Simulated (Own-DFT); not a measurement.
Simulation results for TiSi$_{2}$ (C49 TiSi2 crystal, strained, atoms displaced), Ti$_{19}$Si$_{41}$ (C49 TiSi2 crystal with substituted atoms, atoms displaced)

Computed with Own-DFT development build. A calculation, not a measurement: plane-wave density functional theory by an unreviewed code, no spin, of a simulated periodic cell, stress positive in tension, run twice, with PBE and with PBEsol, both on files made for PBE, so the change isn't that of files made for PBEsol, forces on such cells moved up to 12 meV/angstrom on a denser k mesh; the far tail of each file's local potential was reset to the Coulomb form; each entry is a single point on an unrelaxed cell, so the pressure reflects the starting lattice, taken from the Materials Project, from which strain is counted, and rises with the displacements; printed positions are rounded, which can move forces by about a meV/angstrom; the program, named Own-DFT, is a retired in-house code; no spin-orbit coupling; stress was not checked against mesh or cutoff.

Common to all runs: functional PBE, then PBEsol; potential files PseudoDojo norm-conserving, scalar-relativistic, standard set; wave cutoff 42 hartree; occupations cold (Marzari-Vanderbilt); smearing width 0.2 eV; k mesh 4 x 4 x 4 centred on Gamma.

(1) 
```xyz
60
Lattice="5.1480 -6.6928 3.6313 7.0060 0.0918 -7.2993 5.2520 6.7368 3.5602" Properties=species:S:1:pos:R:3:PBE_force_x:R:1:PBE_force_y:R:1:PBE_force_z:R:1:PBEsol_force_x:R:1:PBEsol_force_y:R:1:PBEsol_force_z:R:1 formula=TiSi2 PBE_pressure=3.46 PBE_stress_xx=-5.56 PBE_stress_yy=-4.69 PBE_stress_zz=-0.13 PBE_stress_yz=-1.2 PBE_stress_xz=-1.39 PBE_stress_xy=2.07 PBEsol_pressure=0.12 PBEsol_stress_xx=-2.11 PBEsol_stress_yy=-1.1 PBEsol_stress_zz=2.84 PBEsol_stress_yz=-1.2 PBEsol_stress_xz=-1.41 PBEsol_stress_xy=2.05 rms_change_of_force_components_from_PBE_to_PBEsol=0.019
Ti    12.2239    -5.2152    -2.8149     -1.316     -0.002      0.682     -1.288     -0.022      0.668
Ti    13.9415    -1.2926    -1.0050     -0.424      0.062     -0.005     -0.422       0.08     -0.005
Si    12.1701    -0.6611    -2.8085      0.278     -0.494     -0.015      0.274     -0.543     -0.021
Si     8.6930     0.8810    -4.5825       0.27      0.176     -0.109      0.271      0.211     -0.105
Si     6.9727    -3.3590     4.4244     -0.949       0.65      1.062     -0.957       0.64      1.076
Si    12.2114    -3.2944    -0.9280     -0.242     -0.125     -0.278     -0.243     -0.118     -0.289
Ti     8.6907    -5.2481     0.9099     -0.596     -0.484     -0.024      -0.59     -0.501     -0.033
Ti    10.3722    -1.3063     2.7123      0.291     -0.021     -0.463      0.297     -0.002      -0.46
Si     8.7073    -0.7705     0.8163     -0.361      0.468      0.591     -0.352       0.43      0.587
Si     5.3124     0.8943    -0.9914     -0.595     -0.054      1.019     -0.585      0.002      1.007
Si    10.3822    -3.2685     0.8757      0.352     -0.069      0.181      0.349      -0.07      0.186
Si     8.5198    -3.3275     2.6689      1.416      0.062     -0.366      1.423      0.059     -0.374
Ti    13.8813     1.4466     0.9037      0.809      0.125     -1.192      0.798      0.101     -1.188
Ti    10.4440    -1.3698    -0.9508      0.192      0.619     -0.189      0.184      0.632      -0.19
Si     8.7753    -0.6292    -2.7147     -0.238     -1.482     -1.665      -0.24     -1.543     -1.684
Si    10.4173    -5.8836    -0.9264      0.272      0.082     -0.265      0.264       0.12     -0.259
Si    10.5080    -3.1835    -2.7611     -0.389     -0.659     -0.277     -0.389     -0.646     -0.272
Si     8.7016    -3.3655    -0.9398      0.065      0.217     -0.045      0.061      0.215     -0.049
Ti     6.9520     1.4300     4.5673     -0.303     -0.179     -1.238     -0.299     -0.199     -1.224
Ti    10.4282    -1.2422    -4.6143      0.606     -0.446     -0.001      0.595     -0.417       0.01
Si     1.6816    -0.7745     0.9398      0.512     -0.512     -0.147      0.506     -0.559     -0.144
Si    15.6899     0.9448    -1.0345      0.171      0.438      0.902       0.17      0.495      0.899
Si     8.6882     3.3482     4.4473     -0.185      0.638       0.22     -0.193      0.629      0.222
Si    13.9198     3.4784    -1.0023      0.658     -0.285      0.199       0.66     -0.276      0.189
Ti    10.4872     1.4754     4.4745     -0.573     -0.922     -0.015     -0.574     -0.923     -0.009
Ti     6.9016    -1.3890     2.7040      0.187      1.236     -0.406      0.193       1.22     -0.391
Si     5.2426    -0.7172     0.7885     -0.043      0.313      1.157     -0.049      0.267       1.16
Si     6.8685    -5.9474     2.8017      0.489      0.075      -1.76      0.481      0.125     -1.751
Si     6.8656    -3.3077     0.8256      1.107      0.176      0.445      1.116      0.172       0.45
Si     5.2333    -3.3646     2.6804     -0.733      0.305      0.166     -0.728      0.299      0.163
Ti    10.4981     1.4293     0.7921     -0.373      0.249      0.313     -0.371      0.225      0.309
Ti     6.9974    -1.4090    -1.0161     -0.091      1.177      0.902     -0.093      1.178      0.891
Si     5.2438    -0.7272    -2.7168       0.03      -0.29     -0.302      0.031     -0.336       -0.3
Si    12.1982     0.7900     2.6784     -0.461      0.673     -0.455     -0.448      0.716     -0.459
Si     6.9991    -3.2459    -2.7504     -0.485     -0.649     -0.115     -0.496     -0.635     -0.104
Si     5.2141    -3.2960    -0.8269     -0.343     -0.441     -1.268     -0.342     -0.431     -1.281
Ti    10.4961     1.4505    -2.8579     -0.939      0.703      1.349     -0.933      0.686      1.345
Ti     7.0722    -1.3007    -4.5113     -1.449      0.165     -0.497     -1.427      0.183     -0.489
Si    10.5087     6.0404    -2.9205      0.195      -0.07      1.334       0.19     -0.113      1.326
Si    12.2641     0.8925    -1.0421     -0.574     -0.033      1.023     -0.561      0.016      1.024
Si    12.2132     3.4591    -2.8281      0.285      0.268      0.105      0.295      0.263      0.101
Si    10.4250     3.4366    -1.0847      0.714      0.102      1.012      0.726      0.099      1.027
Ti     7.0202     1.5710     0.8364     -0.376     -2.363      0.107     -0.373      -2.34       0.09
Ti     3.4887    -1.3934    -0.8825     -0.244       0.51     -0.331     -0.247      0.521     -0.331
Si     7.0516     5.9772     0.8193     -0.505       -0.2      0.951     -0.498     -0.247      0.953
Si     8.6534     0.8795     2.7237      0.358     -0.094     -1.036      0.356     -0.052      -1.04
Si     8.8005     3.3693     0.8483      -0.04      0.744     -0.009     -0.048      0.728     -0.003
Si     6.9019     3.4402     2.5723      1.055      -0.64      0.836      1.058     -0.625      0.832
Ti     6.9964     1.4009    -2.7144       0.23      0.813     -0.784      0.233      0.784     -0.775
Ti     8.7310     5.4912    -0.9123       0.64     -1.355     -1.249      0.632     -1.317     -1.238
Si    12.0990    -0.7152     0.7977      0.771       0.04      0.459      0.755      0.011      0.452
Si     8.8118     0.8139    -1.0698     -0.381      1.022      2.439     -0.372      1.082      2.449
Si     8.7682     3.4239    -2.7949     -0.513      0.347     -0.027      -0.52      0.338     -0.032
Si     6.9780     3.4075    -0.9038      0.335      0.429     -0.681      0.341      0.421     -0.677
Ti     3.4096     1.4302     0.8070      1.476     -0.751      0.794      1.453     -0.753       0.79
Ti     5.3128     5.3031     2.6586     -1.073      0.954     -0.203     -1.063      0.963     -0.201
Si     8.6883    -0.6536     4.5069     -0.165     -0.855     -0.235     -0.165     -0.914     -0.239
Si     5.0652     0.9167     2.7861      1.942     -0.633     -2.253      1.912     -0.599     -2.243
Si     5.2574     3.4029     0.8157     -0.838      0.182     -0.067     -0.846      0.182     -0.069
Si    10.4874     3.4368    -4.6278      0.091      0.087     -0.273      0.089      0.088     -0.278
```

Units: PBE_pressure, PBE_stress_xx, PBE_stress_yy, PBE_stress_zz, PBE_stress_yz, PBE_stress_xz, PBE_stress_xy, PBEsol_pressure, PBEsol_stress_xx, PBEsol_stress_yy, PBEsol_stress_zz, PBEsol_stress_yz, PBEsol_stress_xz, PBEsol_stress_xy in GPa; rms_change_of_force_components_from_PBE_to_PBEsol, PBE_force_x, PBE_force_y, PBE_force_z, PBEsol_force_x, PBEsol_force_y, PBEsol_force_z in eV/Å.

(2) 
```xyz
60
Lattice="5.2953 -6.7593 3.5652 7.0604 0.0000 -7.1303 5.2953 6.7593 3.5652" Properties=species:S:1:pos:R:3:PBE_force_x:R:1:PBE_force_y:R:1:PBE_force_z:R:1:PBEsol_force_x:R:1:PBEsol_force_y:R:1:PBEsol_force_z:R:1 formula=Ti19Si41 PBE_pressure=3.12 PBE_stress_xx=-2.77 PBE_stress_yy=-3.29 PBE_stress_zz=-3.29 PBE_stress_yz=-0.07 PBE_stress_xz=0.17 PBE_stress_xy=-0.06 PBEsol_pressure=-0.12 PBEsol_stress_xx=0.56 PBEsol_stress_yy=0.19 PBEsol_stress_zz=-0.39 PBEsol_stress_yz=-0.07 PBEsol_stress_xz=0.16 PBEsol_stress_xy=-0.06 rms_change_of_force_components_from_PBE_to_PBEsol=0.021
Ti    12.3791    -5.3263    -2.6580     -0.345     -0.726     -0.265     -0.342     -0.735     -0.255
Ti    14.1329    -1.3809    -0.8802     -0.351     -0.417      0.082     -0.342     -0.401      0.089
Si    12.3589    -0.7537    -2.6987     -0.202      -0.43      0.643     -0.213     -0.503      0.644
Si     8.8125     0.7787    -4.4509      0.068      0.474      0.284      0.066      0.528       0.29
Si     7.0197    -3.4008     4.5079      0.581      0.353     -0.297      0.582      0.349     -0.299
Si    12.3349    -3.3824    -0.9135     -0.022      0.137      0.511     -0.029      0.131      0.517
Ti     8.8281    -5.3639     0.9049      0.091     -0.097     -0.413      0.086      -0.11     -0.409
Ti    10.5927    -1.3955     2.6767     -0.116      0.047      0.222     -0.112      0.062      0.213
Si     8.8388    -0.8273     0.8908     -0.344     -0.067      0.057     -0.337     -0.115      0.058
Si     5.3482     0.7741    -0.9006     -0.494      0.097      0.161      -0.49      0.143      0.154
Si    10.5477    -3.3167     0.9164      0.305     -0.454     -0.169       0.31     -0.446     -0.172
Si     8.7855    -3.4195     2.6670      0.223      0.244      0.437      0.223      0.238      0.445
Ti    14.1467     1.4469     0.8576     -0.448     -0.726      0.546     -0.441     -0.734      0.552
Ti    10.5721    -1.4110    -0.9116      0.224      0.341      0.177      0.215      0.352       0.18
Si     8.7919    -0.8018    -2.6777      0.213     -0.102      0.084      0.209     -0.156      0.082
Si    10.5969    -6.0010    -0.9342     -0.215      0.261      0.391     -0.209      0.311      0.394
Si    10.5909    -3.3902    -2.6843      0.033       0.27      -0.06      0.027      0.266     -0.062
Si     8.8259    -3.3922    -0.8953      0.197     -0.016      0.016      0.199     -0.016      0.012
Si     7.0694     1.4213     4.4530       0.05      0.476      0.168      0.053      0.434      0.175
Ti    10.5466    -1.3762    -4.4305      0.333     -0.251      -0.38      0.327     -0.231     -0.375
Si     1.7468    -0.7392     0.9147      0.338     -0.435     -0.474      0.332     -0.488     -0.472
Si    15.8383     0.7103    -0.8743      0.428      1.449      -0.61      0.442      1.504      -0.58
Si     8.8227     3.4014     4.4049      0.154      0.105      0.335      0.183      0.133      0.344
Si     8.8042    -3.3667    -4.4499      0.193     -0.066      -0.31        0.2     -0.042     -0.283
Ti    10.5805     1.4094     4.4515      0.104     -0.262      0.212      0.112     -0.276      0.202
Ti     7.0195    -1.4117     2.6785      0.699     -0.077     -0.245       0.69     -0.071     -0.247
Si     5.2795    -0.7989     0.9029      0.113      0.015      0.046      0.107     -0.031      0.052
Si     7.0637    -5.9623     2.6642      0.107      0.177      0.255      0.107      0.229      0.252
Si     7.0624    -3.3757     0.8741     -0.067      0.064      0.238     -0.068      0.067      0.238
Si     5.3212    -3.3906     2.6769     -0.382      0.096     -0.115     -0.381      0.094     -0.116
Ti    10.4913     1.3902     0.9079      1.385     -0.234     -0.283      1.369     -0.245     -0.281
Ti     7.0635    -1.4397    -0.9352       -0.1      0.635      0.651     -0.099      0.641      0.641
Si     5.2866    -0.8300    -2.6950      0.055      0.169      -0.13      0.056      0.123     -0.127
Si    12.3440     0.8195     2.6561      0.086      0.191      0.027      0.083      0.246      0.027
Si     7.1037    -3.3565    -2.6764     -0.482     -0.251      0.008     -0.481     -0.241      0.014
Si     5.3290    -3.4065    -0.8828      -0.28      0.194     -0.263     -0.282      0.191      -0.27
Ti    10.5554     1.4028    -2.6507      0.279     -0.236     -0.187      0.275     -0.249     -0.188
Ti     7.0388    -1.3643    -4.4258      0.185     -0.296     -0.466      0.185     -0.278     -0.461
Si    10.6556     5.9846    -2.7365     -0.377     -0.773      1.116     -0.369     -0.837      1.121
Si    12.3254     0.7887    -0.8588      0.154       0.07     -0.241      0.126      0.112     -0.216
Si    12.3201     3.4094    -2.6629      0.336     -0.182     -0.012       0.32     -0.149     -0.025
Si    10.6285     3.3485    -0.8833     -0.351      0.163      0.029     -0.356      0.158      0.032
Ti     7.0609     1.4356     0.9036      0.121     -0.867     -0.346      0.124      -0.86      -0.35
Ti     3.6002    -1.3413    -0.9430     -0.963     -0.545      0.487     -0.953     -0.523      0.482
Si     7.0649     5.9987     0.8672       0.08     -0.315      0.142      0.082     -0.367       0.14
Si     8.8425     0.7785     2.6707     -0.634      0.071      0.309     -0.597      0.118      0.273
Si     8.8336     3.3323     0.8568      0.192      0.673     -0.033      0.201      0.658     -0.035
Si     7.1235     3.3511     2.5896     -0.223      0.423      0.726     -0.237      0.437      0.706
Ti     6.9986     1.3943    -2.6991      0.755      0.139      0.225      0.752      0.114      0.223
Ti     8.8385     5.3537    -0.9489      0.149      0.264      0.604      0.147       0.28        0.6
Si    12.3768    -0.8102     0.9412     -0.379      0.007      -0.81     -0.372     -0.054     -0.806
Si     8.8129     0.7581    -0.8890     -0.307      0.189     -0.127     -0.301      0.244     -0.123
Si     8.8586     3.4028    -2.6661      -0.36     -0.144     -0.217     -0.357     -0.136     -0.216
Si     7.0297     3.3531    -0.8698      0.219      0.263     -0.476      0.218      0.258     -0.477
Ti     3.5712     1.4018     0.9487     -0.317     -0.336     -0.705     -0.321     -0.348     -0.701
Ti     5.3282     5.3242     2.6969       0.24      0.358     -0.435      0.231       0.37     -0.431
Si     8.8136    -0.7445     4.4891      0.161     -0.777     -0.669      0.172     -0.851     -0.673
Si     5.3659     0.8181     2.7220      -0.29      0.282     -0.261     -0.318      0.322     -0.307
Si     5.3179     3.3985     0.9187     -0.347      0.012     -0.393     -0.349      0.012     -0.395
Si    10.6370     3.3326    -4.4727     -0.454      0.374      0.202     -0.456      0.365      0.201
```

Units: PBE_pressure, PBE_stress_xx, PBE_stress_yy, PBE_stress_zz, PBE_stress_yz, PBE_stress_xz, PBE_stress_xy, PBEsol_pressure, PBEsol_stress_xx, PBEsol_stress_yy, PBEsol_stress_zz, PBEsol_stress_yz, PBEsol_stress_xz, PBEsol_stress_xy in GPa; rms_change_of_force_components_from_PBE_to_PBEsol, PBE_force_x, PBE_force_y, PBE_force_z, PBEsol_force_x, PBEsol_force_y, PBEsol_force_z in eV/Å.

(3) 
```xyz
60
Lattice="5.2953 -6.7593 3.5652 7.0604 0.0000 -7.1303 5.2953 6.7593 3.5652" Properties=species:S:1:pos:R:3:PBE_force_x:R:1:PBE_force_y:R:1:PBE_force_z:R:1:PBEsol_force_x:R:1:PBEsol_force_y:R:1:PBEsol_force_z:R:1 formula=Ti19Si41 PBE_pressure=3.02 PBE_stress_xx=-2.94 PBE_stress_yy=-2.91 PBE_stress_zz=-3.2 PBE_stress_yz=0.09 PBE_stress_xz=0.07 PBE_stress_xy=-0.04 PBEsol_pressure=-0.23 PBEsol_stress_xx=0.39 PBEsol_stress_yy=0.58 PBEsol_stress_zz=-0.3 PBEsol_stress_yz=0.09 PBEsol_stress_xz=0.07 PBEsol_stress_xy=-0.05 rms_change_of_force_components_from_PBE_to_PBEsol=0.021
Ti    12.3880    -5.3624    -2.6979      -0.47      -0.06      0.398     -0.457     -0.078      0.397
Ti    14.1472    -1.4230    -0.8665     -0.187      0.311     -0.312     -0.189      0.323     -0.294
Si    12.3910    -0.7216    -2.6593     -0.017     -0.947     -0.612     -0.043     -0.988     -0.588
Si     8.8678     0.8022    -4.4968      -0.19      0.152      0.558     -0.187      0.203      0.558
Si     7.0460    -3.3857     4.4193      0.048       0.31      0.316      0.051      0.276      0.345
Si    12.3597    -3.3910    -0.8908      0.068      0.039     -0.092      0.074      0.037     -0.095
Ti     8.8476    -5.3567     0.8532     -0.099     -0.259      0.611     -0.102     -0.275      0.603
Ti    10.5632    -1.4188     2.7372       0.79      0.248     -0.794      0.786       0.27     -0.782
Si     8.8030    -0.7569     0.8984      0.028     -0.248      0.091      0.058     -0.287      0.058
Si     5.3293     0.7731    -0.8601      -0.43       0.05     -0.576     -0.423      0.098     -0.573
Si    10.6227    -3.3593     0.8719     -0.163     -0.079       0.33     -0.169     -0.077      0.332
Si     8.8572    -3.3815     2.7100      0.093     -0.031     -0.459      0.125     -0.061     -0.456
Ti    14.1056     1.4186     0.9249      0.252     -0.506      -0.33      0.248     -0.514      -0.33
Ti    10.6181    -1.3817    -0.8593     -0.245      0.085     -0.332      -0.24      0.097     -0.336
Si     8.8565    -0.7773    -2.6752     -0.331     -0.278     -0.091     -0.324     -0.326     -0.095
Si    10.6086    -5.9774    -0.8325     -0.081      0.186     -1.304     -0.079      0.235     -1.304
Si    10.5819    -3.3818    -2.6445      0.223      0.125     -0.373      0.225      0.125     -0.377
Si     8.8431    -3.3828    -0.9433     -0.124      0.179       0.39     -0.124      0.171      0.392
Ti     6.9987     1.4094     4.4681      1.113      0.009     -0.272      1.096      0.004     -0.266
Ti    10.6026    -1.3969    -4.4540     -0.452     -0.053      0.071      -0.45     -0.036      0.066
Si     1.6925    -0.7816     0.8930      0.616     -0.778      0.267      0.601     -0.835      0.271
Si    15.9258     0.8006    -0.8963     -0.483      0.136      0.151     -0.472      0.181      0.148
Si     3.6103    -3.3714     0.8606     -0.551     -0.085      0.339     -0.554      -0.08      0.342
Si    14.1507     3.3138    -0.9283     -0.162      0.479       0.12     -0.159      0.466      0.115
Ti    10.5983     1.3657     4.4543      0.478      0.581        0.3      0.472      0.554      0.296
Si     7.0834    -1.4179     2.6607      0.022     -0.283     -0.076      0.018     -0.237     -0.076
Si     5.2594    -0.7935     0.9380      0.441       -0.4      -0.32      0.407     -0.443     -0.348
Si     1.8197     0.7248    -0.8254     -0.292      0.884     -1.027     -0.287      0.944     -1.022
Si     7.1532    -3.4132     0.8505     -0.671      0.265      0.174     -0.675      0.238      0.155
Si     5.2643    -3.3602     2.6654      0.293     -0.223       0.04       0.27     -0.248       0.04
Ti    10.5900     1.4033     0.8812      0.065     -0.099     -0.188      0.062     -0.109     -0.189
Ti     7.0312    -1.4024    -0.8703      0.346       0.14     -0.321      0.341      0.158     -0.331
Si     5.3176    -0.8147    -2.7063     -0.309     -0.144      0.718     -0.305     -0.196       0.72
Si    12.3144     0.7529     2.6936      0.333      0.332     -0.379      0.329      0.385      -0.38
Si     7.0709    -3.3343    -2.7181     -0.148     -0.326      0.099     -0.151     -0.322      0.098
Si    10.5794     3.3761     2.6469       0.48     -0.154      0.009      0.488      -0.15      0.006
Ti    10.5882     1.3547    -2.6153     -0.049      0.499      -0.76     -0.048      0.481     -0.752
Ti     7.0280    -1.3900    -4.4759      0.464     -0.094      0.153      0.457     -0.072      0.154
Si    10.5806     5.9353    -2.6933      0.155      0.358      0.253      0.152      0.308      0.255
Si    12.3959     0.7848    -0.9237     -0.425      0.352      1.142     -0.423       0.41      1.144
Si    12.3460     3.4064    -2.7041     -0.039     -0.111      0.256     -0.037     -0.112      0.266
Si    10.5180     3.3455    -0.8984      0.653      0.189      0.018      0.661      0.182      0.018
Ti     6.9906     1.3825     0.9356      1.115      0.368     -0.404      1.106       0.36     -0.412
Ti     3.5407    -1.4118    -0.8823      0.034      0.395     -0.052       0.03      0.401     -0.051
Si     7.0787     6.0132     0.9393      0.042     -0.568     -0.607      0.038     -0.623     -0.605
Si     8.8612     0.8129     2.6880      -0.51      0.292     -0.196     -0.492      0.355     -0.195
Si     8.8152     3.4011     0.8865      0.048     -0.169      0.194      0.051     -0.162      0.201
Si     7.1261     3.3906     2.7222     -0.659     -0.088     -0.318     -0.661      -0.09     -0.322
Ti     7.0592     1.3774    -2.7036      0.179      0.052      0.286      0.178      0.036      0.287
Ti     8.8228     5.3735    -0.9050     -0.111     -0.203      0.172     -0.107     -0.191      0.171
Si    12.3862    -0.8040     0.8783     -0.374      0.001      0.321     -0.366     -0.048      0.314
Si     8.7629     0.8093    -0.9321      0.327     -0.038      0.809      0.322      0.014      0.806
Si     8.8209     3.3689    -2.6794     -0.131     -0.059      0.035     -0.137     -0.055      0.033
Si     7.0911     3.3222    -0.8457      -0.58      0.239       -0.2     -0.589      0.232     -0.203
Ti     3.5264     1.4406     0.8568       0.07     -0.479       0.47      0.069     -0.487      0.468
Ti     5.2809     5.4031     2.6156      0.141     -0.401      0.873      0.141     -0.376      0.873
Si     8.8388    -0.7771     4.4328     -0.714     -0.264      0.201     -0.672      -0.31      0.231
Si     5.2826     0.8013     2.6477     -0.348      0.286      0.596     -0.354      0.355      0.593
Si     5.2745     3.3890     0.9389      0.358     -0.037     -0.124      0.362     -0.036     -0.122
Si    10.5717     3.3696    -4.4252       0.07     -0.077     -0.239       0.06     -0.074     -0.251
```

Units: PBE_pressure, PBE_stress_xx, PBE_stress_yy, PBE_stress_zz, PBE_stress_yz, PBE_stress_xz, PBE_stress_xy, PBEsol_pressure, PBEsol_stress_xx, PBEsol_stress_yy, PBEsol_stress_zz, PBEsol_stress_yz, PBEsol_stress_xz, PBEsol_stress_xy in GPa; rms_change_of_force_components_from_PBE_to_PBEsol, PBE_force_x, PBE_force_y, PBE_force_z, PBEsol_force_x, PBEsol_force_y, PBEsol_force_z in eV/Å.
